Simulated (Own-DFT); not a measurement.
SiC (twinned 3C silicon carbide, strained, atoms displaced) (calculated)

Computed with Own-DFT development build. A calculation, not a measurement: plane-wave PBE density functional theory by an unreviewed code, no spin, of a simulated periodic cell, stress positive in tension, free energy of the whole cell less one offset for each atom, forces on such cells passed a denser k mesh, this cell's mesh not checked; offsets are fitted by least squares, one for each functional and potential file, so energies compare only between cells with the same atoms and settings and are not formation energies; the far tail of each file's local potential was reset to the Coulomb form; each entry is a single point on an unrelaxed cell, so the pressure reflects the starting lattice, mostly measured values (interpolated for alloys), from which strain is counted, and rises with the displacements; printed positions are rounded, which can move forces by about a meV/angstrom; the program, named Own-DFT, is a retired in-house code; no spin-orbit coupling.

Settings shared by all entries: functional PBE; potential files PseudoDojo norm-conserving, scalar-relativistic, standard set; wave cutoff 42 hartree; occupations Fermi-Dirac; smearing width 0.1 eV; hardware one NVIDIA H200; k mesh 4 x 4 x 2 centred on Gamma.

(1) 
```cif
# cell vector a (Å): 6.4411 -6.6184 -0.1293
# cell vector b (Å): 0.0936 6.5826 -6.3979
# cell vector c (Å): 8.6240 9.0328 8.6615
data_SiC
_symmetry_space_group_name_H-M 'P 1'
_symmetry_Int_Tables_number 1
_cell_length_a 9.2362
_cell_length_b 9.1800
_cell_length_c 15.1982
_cell_angle_alpha 88.007
_cell_angle_beta 92.186
_cell_angle_gamma 119.799
_cell_volume 1117.25
loop_
_atom_site_label
_atom_site_type_symbol
_atom_site_fract_x
_atom_site_fract_y
_atom_site_fract_z
_atom_site_occupancy
Si1 Si 0.99981 0.00763 0.43844 1
C1 C 0.99414 0.99304 0.07254 1
Si2 Si 0.11017 0.21288 0.10851 1
C2 C 0.10968 0.21362 0.23548 1
Si3 Si 0.22744 0.10676 0.26498 1
C3 C 0.22569 0.11402 0.39263 1
Si4 Si 0.00062 0.33506 0.43820 1
C4 C 0.99966 0.33237 0.05669 1
Si5 Si 0.11249 0.55415 0.10083 1
C5 C 0.10824 0.55813 0.22842 1
Si6 Si 0.22683 0.44403 0.27166 1
C6 C 0.22142 0.43746 0.39661 1
Si7 Si 0.99996 0.65870 0.43878 1
C7 C 0.99963 0.66774 0.06554 1
Si8 Si 0.10930 0.88729 0.10046 1
C8 C 0.11648 0.89152 0.22472 1
Si9 Si 0.22315 0.77451 0.27247 1
C9 C 0.22575 0.77626 0.38803 1
Si10 Si 0.32214 0.99576 0.43896 1
C10 C 0.33035 0.98195 0.06299 1
Si11 Si 0.44437 0.21892 0.09981 1
C11 C 0.43779 0.21520 0.23050 1
Si12 Si 0.55307 0.11201 0.26588 1
C12 C 0.54905 0.10824 0.40021 1
Si13 Si 0.33654 0.33337 0.43644 1
C13 C 0.32960 0.33233 0.05548 1
Si14 Si 0.44004 0.55226 0.10211 1
C14 C 0.43438 0.54326 0.23020 1
Si15 Si 0.55462 0.45376 0.26821 1
C15 C 0.55127 0.44043 0.39885 1
Si16 Si 0.33441 0.67024 0.44187 1
C16 C 0.32954 0.67055 0.06693 1
Si17 Si 0.43501 0.88089 0.10389 1
C17 C 0.44443 0.88627 0.23331 1
Si18 Si 0.56162 0.78362 0.26935 1
C18 C 0.55759 0.78352 0.38561 1
Si19 Si 0.66764 0.00871 0.44005 1
C19 C 0.67555 0.00206 0.05945 1
Si20 Si 0.78497 0.22709 0.10113 1
C20 C 0.77686 0.20718 0.23212 1
Si21 Si 0.88135 0.10835 0.26595 1
C21 C 0.87848 0.09935 0.39204 1
Si22 Si 0.66394 0.34086 0.43345 1
C22 C 0.66794 0.34230 0.05788 1
Si23 Si 0.77005 0.55678 0.10561 1
C23 C 0.78312 0.55196 0.23355 1
Si24 Si 0.88555 0.44858 0.26823 1
C24 C 0.89014 0.44072 0.40230 1
Si25 Si 0.65597 0.66184 0.44280 1
C25 C 0.66829 0.67003 0.06036 1
Si26 Si 0.78398 0.89794 0.10803 1
C26 C 0.77704 0.88897 0.22970 1
Si27 Si 0.88415 0.78069 0.27367 1
C27 C 0.87422 0.76823 0.39963 1
Si28 Si 0.99661 0.00134 0.93484 1
C28 C 0.00937 0.00893 0.56475 1
Si29 Si 0.89491 0.78605 0.60642 1
C29 C 0.88211 0.77909 0.72444 1
Si30 Si 0.77967 0.89333 0.77066 1
C30 C 0.76932 0.87857 0.88800 1
Si31 Si 0.99864 0.66211 0.94449 1
C31 C 0.99981 0.66637 0.56184 1
Si32 Si 0.88795 0.43836 0.60159 1
C32 C 0.88049 0.44578 0.72830 1
Si33 Si 0.78684 0.54601 0.77032 1
C33 C 0.78131 0.56138 0.89693 1
Si34 Si 0.99616 0.33405 0.93791 1
C34 C 0.99432 0.33177 0.55981 1
Si35 Si 0.89201 0.11137 0.60756 1
C35 C 0.89261 0.11368 0.72922 1
Si36 Si 0.77085 0.22064 0.76674 1
C36 C 0.78106 0.22115 0.89249 1
Si37 Si 0.66792 0.00021 0.93621 1
C37 C 0.66088 0.99445 0.56887 1
Si38 Si 0.55839 0.78267 0.60635 1
C38 C 0.54849 0.76914 0.72969 1
Si39 Si 0.44993 0.88915 0.76764 1
C39 C 0.45142 0.89788 0.89749 1
Si40 Si 0.66405 0.66260 0.93372 1
C40 C 0.66734 0.66581 0.56096 1
Si41 Si 0.55355 0.44530 0.59518 1
C41 C 0.56050 0.44411 0.72484 1
Si42 Si 0.43916 0.55177 0.76933 1
C42 C 0.44187 0.55691 0.89668 1
Si43 Si 0.67244 0.34229 0.93780 1
C43 C 0.67792 0.33629 0.56348 1
Si44 Si 0.55631 0.11689 0.60225 1
C44 C 0.55750 0.10913 0.72307 1
Si45 Si 0.44438 0.23228 0.77337 1
C45 C 0.44539 0.21824 0.90021 1
Si46 Si 0.33494 0.00160 0.93874 1
C46 C 0.32904 0.00516 0.56128 1
Si47 Si 0.21999 0.77339 0.60468 1
C47 C 0.21892 0.78100 0.72669 1
Si48 Si 0.11457 0.88465 0.77251 1
C48 C 0.10528 0.88201 0.89776 1
Si49 Si 0.33765 0.67175 0.93933 1
C49 C 0.32801 0.66847 0.55644 1
Si50 Si 0.21838 0.44882 0.60151 1
C50 C 0.22444 0.45440 0.72760 1
Si51 Si 0.10684 0.54527 0.76279 1
C51 C 0.11260 0.56465 0.89693 1
Si52 Si 0.33831 0.32900 0.94058 1
C52 C 0.33008 0.33154 0.55894 1
Si53 Si 0.23179 0.11729 0.60266 1
C53 C 0.21744 0.11394 0.72324 1
Si54 Si 0.10662 0.22347 0.77309 1
C54 C 0.11585 0.22309 0.90060 1
_calc_free_energy_of_cell_above_offsets '-8.236'  # eV
_calc_pressure 5.58  # GPa
_calc_stress_xx -7.77  # GPa
_calc_stress_yy -0.58  # GPa
_calc_stress_zz -8.41  # GPa
_calc_stress_yz 4.62  # GPa
_calc_stress_xz -3.88  # GPa
_calc_stress_xy 3.23  # GPa
_calc_wall_time 569.6  # s
```

Force:
```tsv
element	x (eV/Å)	y (eV/Å)	z (eV/Å)
Si	-0.172	-1.566	1.066
C	-0.885	-1.756	-2.946
Si	-0.136	0.655	-1.409
C	-1.223	0.057	-2.232
Si	0.071	2.09	1.949
C	-1.015	0.466	0.495
Si	-0.677	-2.134	0.923
C	1.824	1.11	1.37
Si	0.103	1.395	1.156
C	-0.11	-1.404	0.793
Si	-1.654	1.61	1.257
C	0.135	1.176	-1.236
Si	-0.318	0.808	-1.752
C	-0.971	0.065	0.676
Si	1.365	0.024	1.496
C	-0.446	0.492	1.492
Si	-1.357	-0.834	-1.744
C	1.144	3.231	2.347
Si	0.495	-1.497	-0.802
C	-1.112	2.715	-3.455
Si	0.322	0.34	0.702
C	0.61	-0.978	-3.476
Si	1.621	0.135	2.38
C	-0.636	0.066	-1.804
Si	-1.104	-0.115	0.826
C	2.11	1.77	2.634
Si	0.644	-0.057	-0.079
C	0.28	-0.031	-3.441
Si	1.425	-1.576	3.049
C	-0.991	0.48	-2.427
Si	-2.224	-3.422	-2.286
C	-0.706	-2.6	0.42
Si	3.946	-0.671	0.295
C	-1.509	-0.711	-1.569
Si	-1.352	-0.434	0.718
C	2.163	2.613	3.363
Si	-0.771	-1.382	1.113
C	-0.809	1.786	0.214
Si	-0.631	0.541	0.882
C	-2.893	3.094	-4.985
Si	3.968	-1.54	2.773
C	1.261	1.516	-1.489
Si	1.775	-1.735	2.941
C	0.92	0.324	2.139
Si	1.397	-1.061	-0.168
C	-3.57	2.791	-2.631
Si	3.056	-2.506	3.391
C	-2.429	-0.386	-1.875
Si	-0.788	-1.266	-2.559
C	-0.377	1.35	0.068
Si	-1.85	-0.756	1.45
C	-0.852	-0.356	-0.153
Si	1.698	-1.382	0.543
C	1.322	-1.013	-1.086
Si	0.103	-0.13	1.611
C	-1.236	0.146	-0.025
Si	-1.283	-1.493	-0.232
C	2.224	0.057	1.677
Si	-1.517	-1.536	0.283
C	2.373	2.041	-0.096
Si	-0.676	-0.388	-1.46
C	0.463	0.345	0.419
Si	1.008	1.208	-1.25
C	1.12	-4.79	0.685
Si	-1.621	5.232	-2.384
C	-0.678	-1.177	0.197
Si	0.389	-1.593	-1.389
C	1.466	-0.084	0.945
Si	-0.802	-0.648	-0.41
C	-0.569	1.33	-0.099
Si	1.165	-0.342	0.458
C	-0.563	1.009	-0.361
Si	0.474	-0.673	-0.082
C	0.474	-0.55	-2.543
Si	-1.185	-1.067	1.76
C	0.699	-0.008	-1.436
Si	-0.471	1.267	0.578
C	-1.584	-0.582	0.27
Si	0.482	0.643	0.03
C	0.811	1.915	-0.211
Si	1.829	0.2	1.798
C	-0.012	1.243	-0.037
Si	1.649	-0.722	0.257
C	-0.46	-0.888	0.532
Si	-0.78	-1.432	0.508
C	-3.092	1.042	-0.55
Si	-0.703	-0.612	0.427
C	0.056	2.067	0.723
Si	-1.216	-1.829	0.884
C	-0.085	-0.041	-1.835
Si	-0.806	-0.797	1.253
C	0.814	-1.427	1.173
Si	-0.331	0.738	-1.576
C	0.908	-1.356	1.19
Si	-1.533	1.431	-1.226
C	0.773	0.235	-1.054
Si	-0.759	0.205	-0.129
C	2.79	1.484	1.635
Si	0.103	-1.227	0.571
C	-1.192	-1.733	1.438
Si	1.49	3.888	-0.693
C	-0.535	-1.551	0.746
Si	-1.84	-0.237	-2.087
C	0.784	0.976	-0.813
Si	-0.973	0.956	0.603
C	2.304	1.059	1.387
Si	1.006	-1.234	-0.275
C	-1.336	-0.1	-1.101
```

(2) 
```cif
# cell vector a (Å): 6.4148 -6.3668 -0.1417
# cell vector b (Å): 0.1449 6.3699 -6.3635
# cell vector c (Å): 8.6017 8.7266 8.5248
data_SiC
_symmetry_space_group_name_H-M 'P 1'
_symmetry_Int_Tables_number 1
_cell_length_a 9.0391
_cell_length_b 9.0050
_cell_length_c 14.9270
_cell_angle_alpha 88.897
_cell_angle_beta 90.675
_cell_angle_gamma 118.408
_cell_volume 1068.51
loop_
_atom_site_label
_atom_site_type_symbol
_atom_site_fract_x
_atom_site_fract_y
_atom_site_fract_z
_atom_site_occupancy
Si1 Si 0.00226 0.00225 0.43776 1
C1 C 0.99578 0.99190 0.06356 1
Si2 Si 0.11499 0.21711 0.10829 1
C2 C 0.11627 0.22236 0.23093 1
Si3 Si 0.23179 0.11327 0.27129 1
C3 C 0.23135 0.11576 0.40320 1
Si4 Si 0.00047 0.34183 0.43765 1
C4 C 0.98662 0.33003 0.06156 1
Si5 Si 0.11225 0.55795 0.10953 1
C5 C 0.10576 0.55135 0.23182 1
Si6 Si 0.21720 0.44297 0.26771 1
C6 C 0.22034 0.44754 0.39445 1
Si7 Si 0.98924 0.65105 0.43889 1
C7 C 0.00189 0.67635 0.06224 1
Si8 Si 0.10574 0.88810 0.10542 1
C8 C 0.11483 0.89564 0.23034 1
Si9 Si 0.22389 0.76389 0.27006 1
C9 C 0.22362 0.78727 0.39920 1
Si10 Si 0.32959 0.99530 0.43507 1
C10 C 0.33396 0.99571 0.06264 1
Si11 Si 0.43669 0.21327 0.10010 1
C11 C 0.44566 0.22375 0.22935 1
Si12 Si 0.55406 0.11141 0.27081 1
C12 C 0.54791 0.10714 0.39508 1
Si13 Si 0.32830 0.32764 0.44438 1
C13 C 0.35144 0.34805 0.06290 1
Si14 Si 0.43392 0.54562 0.09894 1
C14 C 0.45027 0.54619 0.22731 1
Si15 Si 0.56662 0.44466 0.26559 1
C15 C 0.55260 0.45502 0.40214 1
Si16 Si 0.33929 0.66646 0.44293 1
C16 C 0.34149 0.67655 0.06520 1
Si17 Si 0.43495 0.88380 0.10200 1
C17 C 0.43945 0.89471 0.22865 1
Si18 Si 0.55462 0.77664 0.27048 1
C18 C 0.55831 0.78907 0.39785 1
Si19 Si 0.65949 0.98789 0.43290 1
C19 C 0.66662 0.99434 0.06641 1
Si20 Si 0.78891 0.22377 0.10903 1
C20 C 0.77077 0.21702 0.22965 1
Si21 Si 0.89788 0.10599 0.26884 1
C21 C 0.89785 0.11752 0.39365 1
Si22 Si 0.66923 0.34130 0.44082 1
C22 C 0.67373 0.33274 0.06617 1
Si23 Si 0.77818 0.56062 0.10245 1
C23 C 0.76231 0.55090 0.22673 1
Si24 Si 0.88207 0.43237 0.28029 1
C24 C 0.88849 0.44811 0.38994 1
Si25 Si 0.66071 0.66504 0.43660 1
C25 C 0.66484 0.67073 0.06365 1
Si26 Si 0.77330 0.87954 0.11030 1
C26 C 0.77392 0.88700 0.23249 1
Si27 Si 0.88832 0.77873 0.27032 1
C27 C 0.88601 0.77830 0.39681 1
Si28 Si 0.99397 0.99902 0.93473 1
C28 C 0.00420 0.01377 0.55943 1
Si29 Si 0.89803 0.78312 0.60782 1
C29 C 0.88209 0.78310 0.72993 1
Si30 Si 0.78378 0.88843 0.76968 1
C30 C 0.77826 0.89259 0.90196 1
Si31 Si 0.00272 0.67259 0.93881 1
C31 C 0.99277 0.64459 0.55989 1
Si32 Si 0.88764 0.43860 0.60315 1
C32 C 0.88425 0.44406 0.73133 1
Si33 Si 0.78409 0.55718 0.77250 1
C33 C 0.77899 0.56505 0.89790 1
Si34 Si 0.00837 0.33748 0.93693 1
C34 C 0.99619 0.33310 0.55692 1
Si35 Si 0.87679 0.09568 0.60486 1
C35 C 0.89277 0.10456 0.72737 1
Si36 Si 0.76081 0.21144 0.77074 1
C36 C 0.78217 0.22836 0.89360 1
Si37 Si 0.67404 0.00428 0.93755 1
C37 C 0.66268 0.01025 0.56272 1
Si38 Si 0.56181 0.77013 0.60857 1
C38 C 0.55738 0.77229 0.73055 1
Si39 Si 0.44815 0.88674 0.76874 1
C39 C 0.43833 0.89233 0.89894 1
Si40 Si 0.66062 0.66102 0.93733 1
C40 C 0.67430 0.67152 0.56049 1
Si41 Si 0.54988 0.44167 0.60240 1
C41 C 0.55729 0.43097 0.72954 1
Si42 Si 0.44205 0.55011 0.76928 1
C42 C 0.43854 0.55143 0.89577 1
Si43 Si 0.66859 0.33160 0.93637 1
C43 C 0.66080 0.32717 0.56042 1
Si44 Si 0.55596 0.10293 0.60672 1
C44 C 0.56127 0.10290 0.72796 1
Si45 Si 0.43700 0.21135 0.77301 1
C45 C 0.44171 0.21722 0.89804 1
Si46 Si 0.32788 0.99930 0.94183 1
C46 C 0.33696 0.99923 0.56024 1
Si47 Si 0.23445 0.78822 0.60806 1
C47 C 0.22497 0.78109 0.72507 1
Si48 Si 0.10622 0.88846 0.77629 1
C48 C 0.10767 0.88463 0.89396 1
Si49 Si 0.33498 0.67158 0.93818 1
C49 C 0.32824 0.66750 0.56146 1
Si50 Si 0.22310 0.44174 0.60745 1
C50 C 0.20815 0.43340 0.72990 1
Si51 Si 0.12160 0.55548 0.77703 1
C51 C 0.11499 0.55949 0.89899 1
Si52 Si 0.32178 0.32716 0.93439 1
C52 C 0.33816 0.33543 0.57116 1
Si53 Si 0.22051 0.09950 0.60518 1
C53 C 0.21857 0.11677 0.72772 1
Si54 Si 0.11641 0.22118 0.77293 1
C54 C 0.11686 0.22855 0.89301 1
_calc_free_energy_of_cell_above_offsets '-3.633'  # eV
_calc_pressure 16.97  # GPa
_calc_stress_xx -13.42  # GPa
_calc_stress_yy -20.75  # GPa
_calc_stress_zz -16.75  # GPa
_calc_stress_yz 4.34  # GPa
_calc_stress_xz -4.96  # GPa
_calc_stress_xy 2.42  # GPa
_calc_wall_time 591.4  # s
```

Force:
```tsv
element	x (eV/Å)	y (eV/Å)	z (eV/Å)
Si	-0.121	-0.9	-0.128
C	-0.189	1.2	-2.088
Si	-1.242	-0.145	-1.455
C	-0.598	-0.144	-0.253
Si	0.709	1.075	0.997
C	-2.927	-0.009	-0.951
Si	-0.328	-2.075	0.76
C	4.123	-2.42	-1.464
Si	-1.669	-0.956	-0.923
C	-1.23	0.182	0.168
Si	2.977	-1.179	0.941
C	0.684	-0.095	0.271
Si	1.604	0.832	-3.492
C	0.234	-0.581	1.611
Si	1.822	-0.706	0.239
C	-0.689	-0.86	1.34
Si	1.044	3.587	-1.473
C	-2.324	-2.702	2.515
Si	2.123	0.25	-0.202
C	-1.925	2.303	-0.598
Si	3.496	-0.207	-0.457
C	-0.653	-0.705	-0.571
Si	0.055	0.011	0.718
C	1.281	-0.203	-1.159
Si	0.419	0.309	-1.903
C	-5.754	-1.888	3.289
Si	5.232	2.454	-2.256
C	-1.921	2.864	-1.489
Si	-1.726	3.677	3.679
C	-1.728	-2.809	0.872
Si	-2.29	0.023	-1.699
C	-3.232	-0.663	2.007
Si	4.296	-0.254	-0.428
C	-0.068	-1.884	1.147
Si	-0.879	0.238	0.391
C	-3.053	-3.014	2.875
Si	3.898	3.358	-3.656
C	-0.425	0.759	-1.233
Si	-3.592	1.028	1.467
C	2.304	-0.496	0.298
Si	-0.583	2.414	0.103
C	-1.158	0.844	0.394
Si	-2.139	-1.136	0.571
C	-1.781	0.259	-0.693
Si	-0.353	-0.644	1.266
C	5.123	-3.113	-2.301
Si	-4.491	-3.135	-4.574
C	1.908	3.01	3.776
Si	1.88	0.344	-1.421
C	-1.362	-0.747	0.668
Si	-0.64	-0.023	-1.694
C	0.131	-0.432	-0.427
Si	0.713	-0.421	1.285
C	-0.061	-0.484	0.178
Si	1.758	0.328	0.62
C	0.67	-1.523	2.923
Si	-1.885	-1.796	-0.542
C	1.907	-3.907	1.522
Si	-0.509	4.014	0.417
C	-2.196	-2.555	-0.388
Si	-0.765	0.03	1.221
C	2.597	2.956	-2.725
Si	-0.282	1.039	1.903
C	1.048	-2.026	0.345
Si	-1.475	1.076	0.125
C	-0.075	-2.088	0.912
Si	-1.334	1.581	0.45
C	1.964	0.117	2.383
Si	0.755	1.049	-3.049
C	0.19	2.046	-0.235
Si	4.248	-1.864	-2.149
C	0.252	-0.798	0.888
Si	-0.504	2.685	0.739
C	0.1	-5.042	2.599
Si	-2.041	1.016	-2.195
C	0.377	0.2	0.285
Si	0.026	1.218	1.272
C	0.514	-2.271	-0.798
Si	0.732	1.792	-0.614
C	0.594	0.264	1.248
Si	2.954	-0.917	-0.25
C	0.131	1.487	-1.065
Si	0.106	-0.598	0.944
C	0.012	-0.19	-0.51
Si	0.815	1.726	0.106
C	1.608	0.785	0.883
Si	-1.517	2.418	-2.523
C	-2.561	2.335	0.626
Si	0.454	-0.732	-0.822
C	-0.265	0.194	-0.573
Si	-0.653	-0.863	-0.632
C	0.494	0.769	0.558
Si	-3.781	-1.676	0.322
C	1.599	1.982	2.238
Si	-1.245	-2.121	-2.033
C	1.494	1.71	-0.288
Si	0.458	0.14	0.322
C	3.088	-0.493	2.024
Si	-2.102	0.746	-0.924
C	2.289	-0.69	-1.335
Si	-3.13	1.076	-1.327
C	0.081	0.156	-0.013
Si	3.799	-0.501	-0.548
C	-2.722	-0.623	0.488
Si	0.06	1.124	-2.028
C	1.099	-2.285	2.488
Si	-2.777	0.919	-0.53
C	-1.376	0.591	2.408
```

(3) 
```cif
# cell vector a (Å): 6.5320 -6.5304 0.2117
# cell vector b (Å): 0.0088 6.7510 -6.5633
# cell vector c (Å): 9.2183 8.9338 8.6719
data_SiC
_symmetry_space_group_name_H-M 'P 1'
_symmetry_Int_Tables_number 1
_cell_length_a 9.2389
_cell_length_b 9.4156
_cell_length_c 15.4917
_cell_angle_alpha 88.634
_cell_angle_beta 88.515
_cell_angle_gamma 121.474
_cell_volume 1147.86
loop_
_atom_site_label
_atom_site_type_symbol
_atom_site_fract_x
_atom_site_fract_y
_atom_site_fract_z
_atom_site_occupancy
Si1 Si 0.01073 0.00445 0.43282 1
C1 C 0.00465 0.00091 0.06125 1
Si2 Si 0.10518 0.21838 0.11091 1
C2 C 0.10980 0.22019 0.23155 1
Si3 Si 0.22602 0.11185 0.27206 1
C3 C 0.22388 0.11419 0.39339 1
Si4 Si 0.00580 0.33273 0.43485 1
C4 C 0.99340 0.33335 0.06394 1
Si5 Si 0.11549 0.55896 0.10400 1
C5 C 0.10896 0.56323 0.23118 1
Si6 Si 0.23011 0.45035 0.27063 1
C6 C 0.20923 0.43523 0.39820 1
Si7 Si 0.00956 0.66695 0.43396 1
C7 C 0.98982 0.66680 0.06381 1
Si8 Si 0.11636 0.88870 0.10093 1
C8 C 0.11197 0.89822 0.22357 1
Si9 Si 0.22033 0.78175 0.26879 1
C9 C 0.22530 0.77876 0.39671 1
Si10 Si 0.33223 0.99997 0.43954 1
C10 C 0.34487 0.00312 0.05886 1
Si11 Si 0.44177 0.22358 0.10510 1
C11 C 0.43712 0.22408 0.22692 1
Si12 Si 0.55223 0.10330 0.27077 1
C12 C 0.55390 0.11288 0.39501 1
Si13 Si 0.33572 0.32712 0.44192 1
C13 C 0.34600 0.33915 0.06490 1
Si14 Si 0.43172 0.55699 0.10325 1
C14 C 0.44781 0.55991 0.22996 1
Si15 Si 0.55997 0.44362 0.27178 1
C15 C 0.56687 0.44659 0.39110 1
Si16 Si 0.33118 0.67349 0.43394 1
C16 C 0.31940 0.65714 0.06571 1
Si17 Si 0.45811 0.88843 0.10298 1
C17 C 0.44902 0.88962 0.22380 1
Si18 Si 0.55805 0.77836 0.27453 1
C18 C 0.55329 0.78281 0.39432 1
Si19 Si 0.66711 0.00925 0.44009 1
C19 C 0.66965 0.00089 0.06397 1
Si20 Si 0.77014 0.21315 0.10595 1
C20 C 0.77399 0.21076 0.22128 1
Si21 Si 0.89440 0.11383 0.27141 1
C21 C 0.89421 0.11681 0.38659 1
Si22 Si 0.66003 0.33236 0.43101 1
C22 C 0.66989 0.32669 0.06363 1
Si23 Si 0.76899 0.54840 0.10828 1
C23 C 0.77355 0.56572 0.22854 1
Si24 Si 0.89086 0.44177 0.27450 1
C24 C 0.88648 0.43889 0.39534 1
Si25 Si 0.67953 0.68056 0.43979 1
C25 C 0.67438 0.67379 0.06200 1
Si26 Si 0.77121 0.88789 0.10406 1
C26 C 0.78270 0.88436 0.22660 1
Si27 Si 0.88981 0.78166 0.26712 1
C27 C 0.89955 0.77946 0.39422 1
Si28 Si 0.99107 0.99280 0.93337 1
C28 C 0.01457 0.00383 0.56508 1
Si29 Si 0.89254 0.78340 0.60614 1
C29 C 0.89025 0.77770 0.72498 1
Si30 Si 0.77439 0.88674 0.77557 1
C30 C 0.79185 0.90692 0.89332 1
Si31 Si 0.00901 0.67556 0.93686 1
C31 C 0.01965 0.68094 0.55889 1
Si32 Si 0.89586 0.45404 0.61048 1
C32 C 0.89634 0.45120 0.72575 1
Si33 Si 0.78102 0.56131 0.76932 1
C33 C 0.77915 0.56248 0.89655 1
Si34 Si 0.99419 0.33701 0.93922 1
C34 C 0.99437 0.32843 0.56210 1
Si35 Si 0.89030 0.11061 0.60831 1
C35 C 0.87816 0.11096 0.72975 1
Si36 Si 0.77397 0.22032 0.77435 1
C36 C 0.77830 0.22704 0.89671 1
Si37 Si 0.66738 0.00576 0.93594 1
C37 C 0.66628 0.00083 0.55870 1
Si38 Si 0.55176 0.77928 0.60735 1
C38 C 0.55561 0.77672 0.72607 1
Si39 Si 0.44525 0.89555 0.76814 1
C39 C 0.43573 0.88924 0.89694 1
Si40 Si 0.67254 0.65874 0.94228 1
C40 C 0.65994 0.66184 0.56133 1
Si41 Si 0.55497 0.43911 0.60309 1
C41 C 0.55634 0.43454 0.73051 1
Si42 Si 0.44445 0.54921 0.77149 1
C42 C 0.44204 0.55311 0.89493 1
Si43 Si 0.67449 0.33533 0.93150 1
C43 C 0.67052 0.33214 0.56669 1
Si44 Si 0.55140 0.11160 0.60625 1
C44 C 0.54069 0.10241 0.72925 1
Si45 Si 0.43733 0.21882 0.77055 1
C45 C 0.44310 0.22124 0.89083 1
Si46 Si 0.33586 0.00294 0.93857 1
C46 C 0.32248 0.98715 0.56441 1
Si47 Si 0.23200 0.78383 0.60725 1
C47 C 0.22347 0.77685 0.73076 1
Si48 Si 0.11502 0.88990 0.77459 1
C48 C 0.10417 0.89029 0.90086 1
Si49 Si 0.33513 0.66899 0.93213 1
C49 C 0.32851 0.65426 0.56539 1
Si50 Si 0.21357 0.44512 0.60042 1
C50 C 0.21858 0.43770 0.73041 1
Si51 Si 0.12204 0.56332 0.77578 1
C51 C 0.10531 0.54976 0.89832 1
Si52 Si 0.34194 0.34426 0.93651 1
C52 C 0.34046 0.33969 0.56003 1
Si53 Si 0.22213 0.11119 0.59883 1
C53 C 0.23051 0.11746 0.73196 1
Si54 Si 0.11572 0.22444 0.77286 1
C54 C 0.11101 0.22708 0.89150 1
_calc_free_energy_of_cell_above_offsets '-6.680'  # eV
_calc_pressure 0.19  # GPa
_calc_stress_xx 1.76  # GPa
_calc_stress_yy 4.61  # GPa
_calc_stress_zz -6.93  # GPa
_calc_stress_yz -5.07  # GPa
_calc_stress_xz 8.17  # GPa
_calc_stress_xy 7.45  # GPa
_calc_wall_time 629.3  # s
```

Force:
```tsv
element	x (eV/Å)	y (eV/Å)	z (eV/Å)
Si	-1.466	1.936	1.591
C	-0.409	0.543	-0.173
Si	-0.731	-1.715	-1.526
C	1.377	-0.48	-1.329
Si	-1.71	0.642	-0.184
C	1.879	-1.125	0.025
Si	-2.688	3.061	2.559
C	1.074	-0.96	-0.047
Si	-3.416	3.489	2.412
C	0.462	-1.789	0.121
Si	-1.19	1.294	1.271
C	3.81	-3.137	-3.653
Si	-1.068	1.926	1.642
C	1.423	-1.879	-0.368
Si	-0.635	0.67	-0.262
C	1.405	-0.563	1.121
Si	0.173	-0.187	-0.4
C	-0.194	-0.669	-2.316
Si	-0.588	-0.077	0.36
C	0.262	0.631	0.873
Si	0.326	-1.425	0.13
C	2.369	-1.469	0.031
Si	-0.518	0.141	-1.147
C	-0.096	-0.38	0.032
Si	-0.842	-0.048	-2.628
C	-2.056	0.994	-0.389
Si	2.26	-1.705	0.714
C	0.266	-0.481	-0.176
Si	-1.738	0.908	-0.327
C	-0.591	2.671	0.178
Si	0.803	-0.696	2.759
C	2.402	-2.734	-4.116
Si	-2.836	2.358	0.912
C	0.492	0.891	1.22
Si	-0.836	-0.795	-1.013
C	1.62	-0.267	0.135
Si	-0.679	-1.899	-0.332
C	-0.169	-2.072	-1.204
Si	-0.038	-0.282	-1.76
C	2.605	2.546	1.006
Si	-2.755	-0.586	0.134
C	1.493	1.833	2.683
Si	2.432	0.242	1.292
C	-0.798	0.8	-1.032
Si	-0.189	-0.537	-0.804
C	1.292	-2.199	1.147
Si	-2.036	-0.014	-0.656
C	0.833	-0.142	-0.421
Si	-1.856	-0.421	0.838
C	-1.34	0.726	1.271
Si	1.851	-1.676	-0.094
C	-0.245	2.113	-0.754
Si	0.552	-0.035	0.654
C	-0.115	0.267	-0.808
Si	4.507	1.535	-1.467
C	-3.841	1.557	-0.579
Si	-1.111	-1.844	-0.005
C	1.428	1.742	0.24
Si	-0.848	-1.222	-1.556
C	-3.735	0.931	2.823
Si	-0.669	0.959	2.415
C	-1.492	1.193	1.895
Si	-1.938	-2.16	-1.435
C	1.572	1.872	2.082
Si	-0.158	-0.561	1.036
C	0.217	-2.365	0.007
Si	1.183	-1.758	1.67
C	0.004	0.208	-0.52
Si	-0.838	-0.419	-0.43
C	1.273	-0.962	0.557
Si	-0.832	-0.436	-1.518
C	-0.602	-0.879	-0.05
Si	0.2	-0.129	1.138
C	1.003	1.189	1.041
Si	-0.809	-1.975	-0.235
C	0.97	1.333	1.054
Si	0.201	-0.76	2.798
C	0.679	-1.649	-0.937
Si	-1.113	1.982	-1.964
C	1.77	0.502	-0.719
Si	0.998	0.239	-0.058
C	-0.108	0.864	-2.084
Si	-0.604	-0.415	-0.567
C	1.428	0.353	-2.186
Si	-0.359	2.788	0.968
C	-1.02	0.121	-1.161
Si	-0.027	-0.918	-0.076
C	1.886	0.102	-2.263
Si	1.675	-0.76	0.135
C	1.349	0.696	0.043
Si	-0.482	0.852	-0.312
C	1.713	0.324	-3.777
Si	-1.492	-1.066	2.624
C	0.319	0.579	-0.654
Si	-0.798	0.103	-0.61
C	0.34	-2.186	-1.417
Si	0.392	0.704	1.915
C	0.496	1.323	-3.889
Si	0.992	-0.855	2.805
C	0.311	0.223	-1.925
Si	-2.073	-1.173	1.08
C	0.652	0.365	-2.42
Si	-1.338	-0.361	3.115
C	-0.666	0.569	1.471
Si	3.307	0.567	0.555
C	-3.295	-0.065	0.439
Si	-1.48	-0.011	0.45
C	1.225	0.916	1.266
```
